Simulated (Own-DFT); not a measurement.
# Which defects push the lattice out? zincblende GaAs

Everything here is calculated. The program is Own-DFT (plane waves, in-house, since retired, never reviewed by a person); positions were held fixed, and spin and spin-orbit coupling were off.

Method: PBE; PseudoDojo norm-conserving scalar-relativistic files; cutoff 42 hartree; 3 x 3 x 3 k mesh centred on Gamma; Fermi-Dirac smearing of 0.1 eV.

Known weak points (not all hold for every row): not probed for a lower state with spin; forces on such cells failed a check on a denser k mesh; forces not confirmed at this smearing and k mesh; stress not checked against mesh or cutoff.

All runs share one cell, with vectors in Å (11.307, 0.000, 0.000); (0.000, 11.307, 0.000); (0.000, 0.000, 11.307) and a volume of 1445.4 Å³. Atoms were moved at random from their sites; u is the rms move along one axis. The defect's site can differ from row to row.

| cell | formula | u (Å) | P (GPa) |
|---|---|---|---|
| no defect | As32Ga32 | 0.0190 | 3.49 |
| no defect | As32Ga32 | 0.0450 | 3.81 |
| no defect | As32Ga32 | 0.0471 | 3.89 |
| one P on an As site | As31Ga32P | 0.0279 | 3.32 |
| one P on an As site | As31Ga32P | 0.0309 | 3.39 |
| one P on an As site | As31Ga32P | 0.0333 | 3.38 |
| two Ga vacancies | As32Ga30 | 0.0291 | 2.97 |
| two Ga vacancies | As32Ga30 | 0.0306 | 2.88 |
| two Ga vacancies | As32Ga30 | 0.0312 | 2.94 |
| one As on a Ga site and one Ga on an As site | As32Ga32 | 0.0277 | ? |
| one As on a Ga site and one Ga on an As site | As32Ga32 | 0.0307 | 3.95 |
| one As on a Ga site and one Ga on an As site | As32Ga32 | 0.0486 | 4.22 |
| one As on a Ga site and one Ga on an As site | As32Ga32 | 0.0556 | 4.51 |
| one As on a Ga site | As33Ga31 | 0.0301 | 4.25 |
| one As on a Ga site | As33Ga31 | 0.0309 | 4.28 |
| one As on a Ga site | As33Ga31 | 0.0510 | 4.71 |

## Fit

P = P0 + c u² + a shift for each defect gives P0 = 3.37 GPa, c = 238 ± 18 GPa/Å² and a scatter of 0.05 GPa. The shifts, and each times the cell's volume:

- one As on a Ga site: 0.70 ± 0.04 GPa, 6.3 eV
- one As on a Ga site and one Ga on an As site: 0.35 ± 0.04 GPa, 3.2 eV
- one P on an As site: -0.23 ± 0.04 GPa, -2.1 eV
- two Ga vacancies: -0.65 ± 0.04 GPa, -5.9 eV (-2.9 eV for each of its 2 sites)

Against the defect-free cell, a freed cell would be larger where the shift is positive and smaller where it is negative (160.2 GPa Å³ is 1 eV). The atoms around the defects weren't relaxed, which would change these numbers.

## Prediction

Question: what pressure belongs in the blank (one As on a Ga site and one Ga on an As site, u = 0.0277 Å)?

The fitted form gives 3.90 ± 0.06 GPa. The run itself gave 3.89 GPa.
